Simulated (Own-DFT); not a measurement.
## Calculated data, GaP (zincblende, strained, atoms displaced)

Computed with Own-DFT development build. A calculation, not a measurement: plane-wave PBE density functional theory by an unreviewed code, no spin, of a simulated periodic cell, stress positive in tension, free energy of the whole cell less one offset for each atom, forces on such cells passed a denser k mesh, this cell's mesh not checked; offsets are fitted by least squares, one for each functional and potential file, so energies compare only between cells with the same atoms and settings and are not formation energies; the far tail of each file's local potential was reset to the Coulomb form; each entry is a single point on an unrelaxed cell, so the pressure reflects the starting lattice, mostly measured values (interpolated for alloys), from which strain is counted, and rises with the displacements; printed positions are rounded, which can move forces by about a meV/angstrom; the program, named Own-DFT, is a retired in-house code; no spin-orbit coupling.

Settings shared by all entries: functional PBE; potential files PseudoDojo norm-conserving, scalar-relativistic, standard set; wave cutoff 42 hartree; occupations Fermi-Dirac; smearing width 0.1 eV; k mesh 3 x 3 x 3 centred on Gamma.

```json
{"entry": 1, "formula": "GaP", "kind": "zincblende, strained, atoms displaced", "structure": {"cell_angstrom": [[11.0988, 0.144, 0.0028], [0.144, 11.0294, 0.1848], [0.0028, 0.1848, 10.9338]], "atoms_fractional": [["Ga", 0.00742, 0.00218, 0.99629], ["Ga", 0.0053, 0.25085, 0.25032], ["Ga", 0.25229, 0.00271, 0.25356], ["Ga", 0.25085, 0.25582, 0.9925], ["P", 0.12156, 0.11841, 0.12745], ["P", 0.12533, 0.37626, 0.36989], ["P", 0.37397, 0.12269, 0.37891], ["P", 0.37709, 0.36911, 0.12543], ["Ga", 0.99286, 0.99884, 0.50183], ["Ga", 0.9955, 0.25217, 0.74126], ["Ga", 0.25833, 0.99295, 0.74437], ["Ga", 0.24898, 0.24641, 0.50345], ["P", 0.11559, 0.1207, 0.63147], ["P", 0.12478, 0.37768, 0.87645], ["P", 0.3783, 0.12569, 0.87904], ["P", 0.37809, 0.36719, 0.62539], ["Ga", 0.99444, 0.49973, 0.00089], ["Ga", 0.00391, 0.75228, 0.24592], ["Ga", 0.25438, 0.49841, 0.25362], ["Ga", 0.24902, 0.75136, 0.00954], ["P", 0.1279, 0.62457, 0.12773], ["P", 0.1324, 0.87189, 0.37801], ["P", 0.37342, 0.62491, 0.37039], ["P", 0.37804, 0.87549, 0.12406], ["Ga", 0.00866, 0.50636, 0.4934], ["Ga", 0.99995, 0.75566, 0.75402], ["Ga", 0.24606, 0.49692, 0.7473], ["Ga", 0.25399, 0.75468, 0.51103], ["P", 0.13096, 0.6324, 0.62375], ["P", 0.12455, 0.8712, 0.87256], ["P", 0.38267, 0.61887, 0.875], ["P", 0.37735, 0.87537, 0.62289], ["Ga", 0.49866, 0.99938, 0.00327], ["Ga", 0.50432, 0.24716, 0.2559], ["Ga", 0.74423, 0.99764, 0.25], ["Ga", 0.75852, 0.25319, 0.00139], ["P", 0.61928, 0.11954, 0.12018], ["P", 0.62796, 0.3765, 0.37261], ["P", 0.88183, 0.12443, 0.37799], ["P", 0.87528, 0.37448, 0.1284], ["Ga", 0.50106, 0.99949, 0.49743], ["Ga", 0.50162, 0.24986, 0.75583], ["Ga", 0.74749, 0.99596, 0.7401], ["Ga", 0.75589, 0.25693, 0.49802], ["P", 0.61789, 0.12554, 0.62955], ["P", 0.62811, 0.36971, 0.87565], ["P", 0.87198, 0.12961, 0.8812], ["P", 0.88054, 0.37164, 0.62359], ["Ga", 0.50219, 0.49677, 0.00316], ["Ga", 0.49685, 0.74237, 0.25187], ["Ga", 0.7555, 0.50039, 0.25643], ["Ga", 0.7464, 0.75522, 0.99335], ["P", 0.6238, 0.62969, 0.12803], ["P", 0.62707, 0.87774, 0.36973], ["P", 0.87363, 0.62837, 0.3722], ["P", 0.87764, 0.87527, 0.12638], ["Ga", 0.50522, 0.49955, 0.49864], ["Ga", 0.50505, 0.75011, 0.74346], ["Ga", 0.75087, 0.49445, 0.74468], ["Ga", 0.75417, 0.75039, 0.50601], ["P", 0.6245, 0.62214, 0.62874], ["P", 0.62078, 0.8748, 0.87545], ["P", 0.87581, 0.62889, 0.87758], ["P", 0.87085, 0.88056, 0.61653]]}, "results": {"free_energy_of_cell_above_offsets [eV]": "-33.718", "pressure [GPa]": 0.58, "stress_xx [GPa]": -0.06, "stress_yy [GPa]": -0.63, "stress_zz [GPa]": -1.06, "stress_yz [GPa]": 2.53, "stress_xz [GPa]": -0.27, "stress_xy [GPa]": 2.09, "force_element": ["Ga", "Ga", "Ga", "Ga", "P", "P", "P", "P", "Ga", "Ga", "Ga", "Ga", "P", "P", "P", "P", "Ga", "Ga", "Ga", "Ga", "P", "P", "P", "P", "Ga", "Ga", "Ga", "Ga", "P", "P", "P", "P", "Ga", "Ga", "Ga", "Ga", "P", "P", "P", "P", "Ga", "Ga", "Ga", "Ga", "P", "P", "P", "P", "Ga", "Ga", "Ga", "Ga", "P", "P", "P", "P", "Ga", "Ga", "Ga", "Ga", "P", "P", "P", "P"], "force_x [eV/angstrom]": [-0.64, -0.133, 0.213, 0.091, 0.678, 0.31, -0.153, -0.182, 1.65, 0.741, -0.7, -0.275, 0.9, -0.97, -0.701, -0.457, 0.793, 0.251, 0.127, 0.627, -0.477, -0.889, -0.147, -0.587, -0.291, -0.178, 0.964, 0.364, -1.038, 0.618, -1.009, 0.594, 0.133, -0.147, 1.139, -0.8, 0.784, -0.17, -1.239, -0.09, 0.521, 0.118, -0.102, -0.235, 0.528, -0.08, 0.498, -0.657, 0.475, 0.511, -0.335, 0.568, 0.5, -0.746, 0.391, -0.457, -0.502, -0.385, 0.456, -0.63, 0.292, -0.093, -0.588, 0.25], "force_y [eV/angstrom]": [-0.28, -0.401, -0.438, -0.897, 0.982, -0.265, 0.441, 0.331, -0.048, -0.737, 0.843, -0.047, -0.207, 0.033, -0.265, 0.778, 0.163, -0.122, -0.152, -0.325, -0.462, 0.427, -0.139, -0.065, -0.044, -0.311, 0.18, -0.353, -0.585, 0.504, 0.721, -0.127, -0.215, -0.25, 0.596, -0.302, 0.928, -0.135, 0.563, 0.158, -0.008, -0.183, 0.558, -0.981, 0.275, 0.594, -0.768, 1.594, -0.03, 0.931, 0.365, -0.39, -0.763, -1.068, 0.132, 0.389, -0.043, -0.212, 0.047, -0.221, 0.17, 0.477, -0.303, -1.036], "force_z [eV/angstrom]": [0.233, 0.038, -0.109, 1.089, -0.506, 0.54, -0.351, 0.126, -0.322, 2.035, 1.035, 0.126, -0.699, -0.725, -0.672, -0.279, 0.316, 0.596, -0.572, -0.834, -0.163, -0.07, 1.294, 0.484, 0.431, -0.544, 0.312, -1.081, 0.343, 0.168, -0.351, -0.219, -0.266, -0.343, -0.381, 0.555, 0.477, 0.11, -0.925, 0.019, 0.226, 0.184, 1.272, 0.352, -1.029, 0.011, -1.311, -1.112, 0.215, -0.166, -0.669, 1.129, -0.467, 0.95, 0.342, -0.749, 0.104, 1.169, 0.864, -0.692, -0.955, -0.901, -0.79, 1.107]}}
{"entry": 2, "formula": "GaP", "kind": "zincblende, strained, atoms displaced", "structure": {"cell_angstrom": [[10.8098, 0.0309, 0.1727], [0.0309, 11.0437, 0.1034], [0.1727, 0.1034, 10.7374]], "atoms_fractional": [["Ga", 0.00563, 0.00081, 0.99913], ["Ga", 0.00303, 0.25359, 0.25185], ["Ga", 0.25123, 0.00339, 0.2529], ["Ga", 0.25148, 0.25361, 0.00295], ["P", 0.12779, 0.13156, 0.12351], ["P", 0.12931, 0.38053, 0.37591], ["P", 0.376, 0.12858, 0.37295], ["P", 0.37596, 0.3866, 0.12623], ["Ga", 0.99694, 0.99888, 0.49796], ["Ga", 0.99194, 0.25041, 0.749], ["Ga", 0.25067, 0.99776, 0.75195], ["Ga", 0.24575, 0.25065, 0.50245], ["P", 0.12363, 0.11827, 0.63011], ["P", 0.12914, 0.37699, 0.87812], ["P", 0.36661, 0.12327, 0.87807], ["P", 0.36833, 0.37949, 0.6215], ["Ga", 0.00158, 0.49933, 0.00447], ["Ga", 0.00179, 0.74538, 0.24352], ["Ga", 0.25344, 0.50276, 0.25168], ["Ga", 0.23884, 0.75727, 0.99261], ["P", 0.12453, 0.63153, 0.113], ["P", 0.11929, 0.87628, 0.37107], ["P", 0.37581, 0.6308, 0.37203], ["P", 0.36817, 0.87238, 0.12384], ["Ga", 0.00204, 0.50751, 0.49576], ["Ga", 0.99795, 0.75026, 0.74783], ["Ga", 0.26386, 0.49797, 0.75089], ["Ga", 0.24177, 0.74362, 0.49197], ["P", 0.12124, 0.62701, 0.63009], ["P", 0.12968, 0.88002, 0.87431], ["P", 0.38019, 0.62358, 0.87312], ["P", 0.37701, 0.8752, 0.63021], ["Ga", 0.49889, 0.99712, 0.00029], ["Ga", 0.50227, 0.24873, 0.24353], ["Ga", 0.74933, 0.99962, 0.246], ["Ga", 0.74699, 0.24718, 0.99661], ["P", 0.62421, 0.12898, 0.12325], ["P", 0.62575, 0.37653, 0.37177], ["P", 0.88511, 0.12164, 0.3735], ["P", 0.87662, 0.37896, 0.13136], ["Ga", 0.50838, 0.00494, 0.49458], ["Ga", 0.49605, 0.25355, 0.76135], ["Ga", 0.74693, 0.99968, 0.75351], ["Ga", 0.74352, 0.25131, 0.50454], ["P", 0.62197, 0.12101, 0.63498], ["P", 0.62328, 0.38044, 0.8767], ["P", 0.88365, 0.12387, 0.87016], ["P", 0.87681, 0.37499, 0.63456], ["Ga", 0.50144, 0.50668, 0.99263], ["Ga", 0.50035, 0.74344, 0.24498], ["Ga", 0.75219, 0.49529, 0.25163], ["Ga", 0.74953, 0.74639, 0.99342], ["P", 0.62657, 0.62546, 0.11834], ["P", 0.62412, 0.87966, 0.37421], ["P", 0.87996, 0.62231, 0.3735], ["P", 0.88808, 0.87655, 0.12854], ["Ga", 0.4901, 0.49687, 0.4987], ["Ga", 0.49649, 0.7491, 0.75818], ["Ga", 0.74786, 0.49639, 0.7507], ["Ga", 0.74698, 0.75766, 0.49629], ["P", 0.62482, 0.62462, 0.62234], ["P", 0.62332, 0.87363, 0.87528], ["P", 0.86898, 0.62188, 0.87772], ["P", 0.87506, 0.87721, 0.63183]]}, "results": {"free_energy_of_cell_above_offsets [eV]": "-32.513", "pressure [GPa]": 4.45, "stress_xx [GPa]": -4.74, "stress_yy [GPa]": -3.28, "stress_zz [GPa]": -5.32, "stress_yz [GPa]": 2.19, "stress_xz [GPa]": 3.49, "stress_xy [GPa]": 0.78, "force_element": ["Ga", "Ga", "Ga", "Ga", "P", "P", "P", "P", "Ga", "Ga", "Ga", "Ga", "P", "P", "P", "P", "Ga", "Ga", "Ga", "Ga", "P", "P", "P", "P", "Ga", "Ga", "Ga", "Ga", "P", "P", "P", "P", "Ga", "Ga", "Ga", "Ga", "P", "P", "P", "P", "Ga", "Ga", "Ga", "Ga", "P", "P", "P", "P", "Ga", "Ga", "Ga", "Ga", "P", "P", "P", "P", "Ga", "Ga", "Ga", "Ga", "P", "P", "P", "P"], "force_x [eV/angstrom]": [0.177, 0.282, -0.153, 0.345, -0.302, -0.54, -0.04, 0.411, 0.568, 1.993, 0.605, 0.051, -0.279, -0.45, 0.67, 0.669, -0.053, 0.355, -0.33, 1.827, 0.164, 0.329, -0.315, 0.333, 0.14, -0.065, -1.574, 0.27, 0.707, -1.564, -1.525, -0.095, -0.188, -0.397, 0.785, 1.037, 0.021, -0.812, -1.767, -0.155, -1.068, -0.136, 0.609, 0.89, -0.255, -0.046, -1.553, -0.443, 0.078, 0.288, -0.095, 0.458, 0.121, -0.089, -1.19, -1.773, 1.225, 0.927, 0.173, 0.73, -0.393, 0.006, 0.918, -0.516], "force_y [eV/angstrom]": [0.598, 0.23, 0.076, 0.652, -0.697, -0.498, -0.146, -1.166, -0.103, 0.368, 0.571, -0.267, 0.54, -0.232, 0.04, -1.789, 0.292, 0.272, 0.974, -0.492, -1.276, -0.515, -0.988, -0.12, -0.684, 0.22, 0.911, 1.226, -0.844, -0.471, 0.326, -0.27, 0.395, 1.099, 0.402, 0.638, -1.241, -0.641, 0.676, -1.192, 0.1, -0.018, 0.182, -0.232, 0.785, -1.053, -0.678, 0.378, -0.158, 1.215, 1.289, 1.269, -0.601, -0.836, 0.664, -0.192, 0.901, 0.56, 1.003, -0.509, -0.144, -0.12, -0.431, -0.247], "force_z [eV/angstrom]": [0.3, 0.013, -0.277, 0.079, 0.454, 0.017, 0.346, -0.539, 0.722, 0.06, -0.593, 0.074, -0.58, -0.599, 0.117, 0.204, -0.54, 0.625, -0.375, 0.241, 1.156, 0.055, 0.296, 0.123, 1.147, 0.914, 0.471, 0.836, -0.284, -0.702, 0.568, -1.172, 0.156, 0.459, 0.061, -0.077, -0.299, 0.558, 0.071, -0.885, 1.057, -0.709, 0.162, -0.003, -0.592, 0.051, 1.125, -1.83, 1.074, -0.253, -0.087, 0.786, 0.77, -0.902, -0.222, -0.88, -0.377, -1.341, -0.342, 0.484, 0.05, 0.274, -0.659, -0.836]}}
{"entry": 3, "formula": "GaP", "kind": "zincblende, strained, atoms displaced", "structure": {"cell_angstrom": [[10.889, 0.0696, 0.1181], [0.0696, 11.077, 0.1238], [0.1181, 0.1238, 11.0175]], "atoms_fractional": [["Ga", 0.00072, 0.0014, 0.99886], ["Ga", 0.99722, 0.25095, 0.25247], ["Ga", 0.26502, 0.98605, 0.24804], ["Ga", 0.24884, 0.25144, 0.99678], ["P", 0.12384, 0.12418, 0.1268], ["P", 0.12457, 0.384, 0.38373], ["P", 0.37881, 0.12024, 0.37531], ["P", 0.37915, 0.38419, 0.12009], ["Ga", 0.99791, 0.99452, 0.49747], ["Ga", 0.99406, 0.24542, 0.75439], ["Ga", 0.24914, 0.00232, 0.75155], ["Ga", 0.24623, 0.25917, 0.4968], ["P", 0.12398, 0.1266, 0.62495], ["P", 0.11431, 0.37505, 0.87249], ["P", 0.37246, 0.13321, 0.87718], ["P", 0.37572, 0.37614, 0.62347], ["Ga", 0.00216, 0.50095, 0.99735], ["Ga", 0.9968, 0.7475, 0.25237], ["Ga", 0.25806, 0.503, 0.24078], ["Ga", 0.24876, 0.75393, 0.0008], ["P", 0.13216, 0.62851, 0.12564], ["P", 0.12745, 0.86147, 0.3789], ["P", 0.3768, 0.62699, 0.37377], ["P", 0.3721, 0.87456, 0.12007], ["Ga", 0.00124, 0.49563, 0.49921], ["Ga", 0.99861, 0.73843, 0.75071], ["Ga", 0.25049, 0.49985, 0.7612], ["Ga", 0.24185, 0.75203, 0.495], ["P", 0.12309, 0.62802, 0.62432], ["P", 0.12302, 0.87375, 0.87135], ["P", 0.38031, 0.62569, 0.88192], ["P", 0.37436, 0.87008, 0.61799], ["Ga", 0.50241, 0.99798, 0.00132], ["Ga", 0.49996, 0.23879, 0.25204], ["Ga", 0.75312, 0.00167, 0.25109], ["Ga", 0.74461, 0.24571, 0.99437], ["P", 0.62875, 0.13263, 0.11728], ["P", 0.6346, 0.38492, 0.37323], ["P", 0.87098, 0.1205, 0.36963], ["P", 0.8716, 0.37039, 0.12274], ["Ga", 0.50045, 0.99357, 0.49842], ["Ga", 0.48953, 0.25103, 0.75486], ["Ga", 0.74972, 0.99969, 0.75046], ["Ga", 0.74892, 0.25031, 0.49795], ["P", 0.62771, 0.12684, 0.62373], ["P", 0.62453, 0.37651, 0.87544], ["P", 0.87481, 0.12571, 0.87256], ["P", 0.8782, 0.37514, 0.62515], ["Ga", 0.4976, 0.5015, 0.99903], ["Ga", 0.49269, 0.73784, 0.24943], ["Ga", 0.74729, 0.49637, 0.2526], ["Ga", 0.74883, 0.75701, 0.99455], ["P", 0.6284, 0.62383, 0.11367], ["P", 0.62935, 0.86601, 0.37666], ["P", 0.87243, 0.62439, 0.37493], ["P", 0.87962, 0.87239, 0.11637], ["Ga", 0.50027, 0.49595, 0.5103], ["Ga", 0.50066, 0.74074, 0.75101], ["Ga", 0.7433, 0.50103, 0.75458], ["Ga", 0.74987, 0.75452, 0.50194], ["P", 0.63021, 0.61795, 0.63375], ["P", 0.63028, 0.86996, 0.87443], ["P", 0.86928, 0.62169, 0.86323], ["P", 0.87977, 0.88111, 0.62356]]}, "results": {"free_energy_of_cell_above_offsets [eV]": "-32.628", "pressure [GPa]": 1.51, "stress_xx [GPa]": -2.19, "stress_yy [GPa]": -0.87, "stress_zz [GPa]": -1.48, "stress_yz [GPa]": 2.71, "stress_xz [GPa]": 2.34, "stress_xy [GPa]": 0.44, "force_element": ["Ga", "Ga", "Ga", "Ga", "P", "P", "P", "P", "Ga", "Ga", "Ga", "Ga", "P", "P", "P", "P", "Ga", "Ga", "Ga", "Ga", "P", "P", "P", "P", "Ga", "Ga", "Ga", "Ga", "P", "P", "P", "P", "Ga", "Ga", "Ga", "Ga", "P", "P", "P", "P", "Ga", "Ga", "Ga", "Ga", "P", "P", "P", "P", "Ga", "Ga", "Ga", "Ga", "P", "P", "P", "P", "Ga", "Ga", "Ga", "Ga", "P", "P", "P", "P"], "force_x [eV/angstrom]": [0.396, 0.409, -1.725, -0.544, 0.546, 0.479, -0.883, -0.408, 0.833, 0.608, 0.363, 0.525, -0.087, 0.863, -0.068, -0.936, -0.561, 0.327, -0.375, 0.027, -1.135, -1.236, -0.832, 1.25, -0.609, 0.164, -0.053, 1.621, 0.529, -0.122, -1.182, -0.201, 0.24, 0.485, -0.385, 1.132, -0.854, -2.16, 0.538, 0.102, 0.772, 1.481, 0.244, 0.571, -0.989, -0.757, -0.643, -0.818, 1.275, 1.514, 1.214, 1.038, -0.257, -0.975, -0.103, -0.524, 0.783, 0.119, 1.134, 0.682, -0.822, -1.41, 0.121, -0.729], "force_y [eV/angstrom]": [0.249, 0.19, 1.394, 0.681, -0.27, -0.742, -0.011, -2.036, 0.855, 0.664, -0.111, -0.906, -0.129, -0.463, -1.687, -0.353, 0.441, 0.022, 0.078, 0.067, -0.338, 2.115, -1.221, -0.971, 1.352, 1.426, 0.385, -1.246, -1.045, -0.188, 0.121, -0.038, 0.486, 1.6, -0.673, 1.092, -1.775, -1.894, 0.373, 0.391, 0.297, 0.369, 0.285, 0.316, -0.283, -0.499, -0.813, -0.315, 0.122, 1.117, 1.383, -1.038, -0.033, 0.708, -0.323, 0.099, 0.897, 0.852, -1.094, -0.63, 0.976, 0.892, 0.09, -1.262], "force_z [eV/angstrom]": [-0.096, -0.025, 0.954, 0.761, 0.231, -2.332, 0.219, 0.552, -0.41, -0.992, -0.419, 0.536, -0.35, 0.116, 0.118, 0.674, 0.538, -0.359, 1.15, -0.502, -0.221, -1.772, 1.112, -0.311, 0.833, -0.45, -0.801, 1.347, -0.014, 0.089, -0.49, 0.949, -0.363, -0.396, -0.783, -0.358, 1.124, 1.106, 0.76, -0.105, 0.25, -0.814, -0.282, 0.106, 0.318, -0.066, 0.549, 0.199, -0.048, -0.966, -1.542, 0.495, 0.959, -1.105, 0.189, 0.843, -1.014, -0.349, -0.293, 0.716, -1.45, -0.776, 1.736, 0.728]}}
```
